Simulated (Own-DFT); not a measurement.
# PBE and PBEsol under strain: C11b WSi2, 30 atoms (Si20W10)

The numbers are computed, not measured, by runs of the plane-wave DFT program Own-DFT (in-house, retired, unreviewed) at fixed positions, with no spin and no spin-orbit coupling.

Limits: forces on such cells failed a check on a denser k mesh; stress not checked against mesh or cutoff.

Each geometry was run with PBE and with PBEsol, otherwise alike: PseudoDojo norm-conserving scalar-relativistic files made for PBE; cutoff 50 hartree; 5 x 5 x 5 k mesh centred on Gamma; cold (Marzari-Vanderbilt) smearing of 0.2 eV. Unstrained cell vectors in Å: (-2.149, -5.953, 3.409); (-6.444, 2.976, 1.136); (-2.553, -2.948, -6.757). Each has a uniform strain, of which the change of volume is shown, and random moves of rms u per axis.

| run | volume change (%) | u (Å) | P with PBE (GPa) | P with PBEsol (GPa) |
|---|---|---|---|---|
| 1 | -1.54 | 0.0417 | 10.49 | 6.32 |
| 2 | 4.05 | 0.0456 | -2.28 | -6.18 |
| 3 | 2.63 | 0.0463 | 0.76 | -3.21 |
| 4 | 2.75 | 0.0478 | 0.34 | -3.63 |
| 5 | -0.72 | 0.0561 | 8.98 | 4.83 |
| 6 | 0.13 | 0.0442 | 5.59 | 1.51 |
| 7 | -0.52 | 0.0433 | 8.25 | 4.14 |
| 8 | 2.20 | 0.0499 | 2.54 | -1.44 |
| 9 | 2.40 | 0.0461 | 0.32 | -3.65 |
| 10 | 2.69 | 0.0490 | -0.26 | -4.23 |
| 11 | 0.31 | 0.0473 | 5.22 | ? |

Question: by how much does PBEsol shrink this cell, and what belongs in the blank?

## Solution

Write v for the change of volume as a fraction. Fitted to v and u², the PBE pressure has a slope of -236 ± 12 GPa in v, with the ions held to the strained lattice. The difference PBEsol less PBE is -4.10 + 4.9 v GPa (slope ± 0.2) and averages -4.03 GPa. Divided by the mean slope of the two, 234 GPa, that makes PBEsol's volume at a given pressure, near 1 GPa, about 1.7 % smaller, or 0.57 % in lengths. At one volume PBEsol's slope is the smaller by 5 GPa, but its pressure there is lower too. If stiffness rises by about 4 GPa for each GPa, PBEsol at equal pressure is stiffer by about 11 GPa. Files made for PBEsol would give a different shift.

For run 11 the line gives 1.14 GPa. The calculation gave 1.14 GPa.
